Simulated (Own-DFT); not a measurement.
# Strain and stress in diamond-structure SiGeSn with randomly placed atoms, 64 atoms (Ge44Si16Sn4)

Calculated results; nothing here was measured. They come from Own-DFT, an in-house plane-wave density functional program, since retired, whose code no person has reviewed. Each row is one single-point run on a periodic cell that was not relaxed, without spin or spin-orbit coupling.

Settings of every run: PBE; PseudoDojo norm-conserving scalar-relativistic files; cutoff 49 hartree; 3 x 3 x 3 k mesh centred on Gamma; Fermi-Dirac smearing of 0.1 eV.

Known limits: forces on such cells moved up to 12 meV/angstrom on a denser k mesh; stress not checked against mesh or cutoff.

Unstrained cell vectors in Å: (11.306, 0.000, 0.000); (0.000, 11.306, 0.000); (0.000, 0.000, 11.306). The unstrained cell has measured lattice constants (interpolated for alloys), not those of this functional. That, the random moves and any unrelaxed bonds set the pressure at no strain. Each run strains this cell uniformly, with the atoms carried along. Every atom was also moved at random, by a Gaussian of width 0.05 Å on each axis. The random placing of the alloy's atoms differs from row to row. Strain is the symmetric tensor, in per cent. Stress is positive in tension, and the pressure is minus a third of its trace.

| run | e_xx (%) | e_yy (%) | e_zz (%) | s_xx (GPa) | s_yy (GPa) | s_zz (GPa) | P (GPa) | E (meV/atom) |
|---|---|---|---|---|---|---|---|---|
| 1 | 2.75 | 2.75 | 0.00 | -0.04 | -0.03 | -1.70 | 0.59 | 17.3 |
| 2 | -3.00 | -3.00 | 0.00 | -10.69 | -10.68 | -8.51 | 9.96 | 81.9 |
| 3 | -1.00 | -1.00 | 0.00 | -6.14 | -6.03 | -5.59 | 5.92 | 29.7 |
| 4 | 1.25 | 1.25 | 0.00 | -2.40 | -2.40 | -2.98 | 2.59 | 24.4 |
| 5 | -1.75 | -1.75 | 0.00 | -8.04 | -7.95 | -6.33 | 7.44 | 52.0 |
| 6 | 1.50 | 1.50 | 0.00 | -1.59 | -1.60 | -2.54 | 1.91 | 0.0 |
| 7 | 2.25 | 2.25 | 0.00 | -0.62 | -0.46 | -2.09 | 1.06 | 6.6 |
| 8 | 2.00 | 2.00 | 0.00 | -1.16 | -1.04 | -2.44 | 1.55 | 18.2 |
| 9 | -2.25 | -2.25 | 0.00 | ? | ? | ? | ? | ? |

E is the free energy for each atom above the lowest run shown.

## Worked fit

The change of volume is close to e_xx + e_yy + e_zz. A straight line through the runs shown gives P = 4.72 - 81 x (fractional change of volume) GPa, with an error of 3 on the slope and a scatter of 0.34 GPa. The strain isn't the same on all axes, but the crystal is cubic, so the slope still estimates the bulk modulus, averaged over pressures from 0.6 to 10.0 GPa.

## Withheld run

Question: what pressure should run 9 give? Its volume changes by -4.45 %.

The line gives 8.3 GPa. The calculation gave 8.40 GPa.
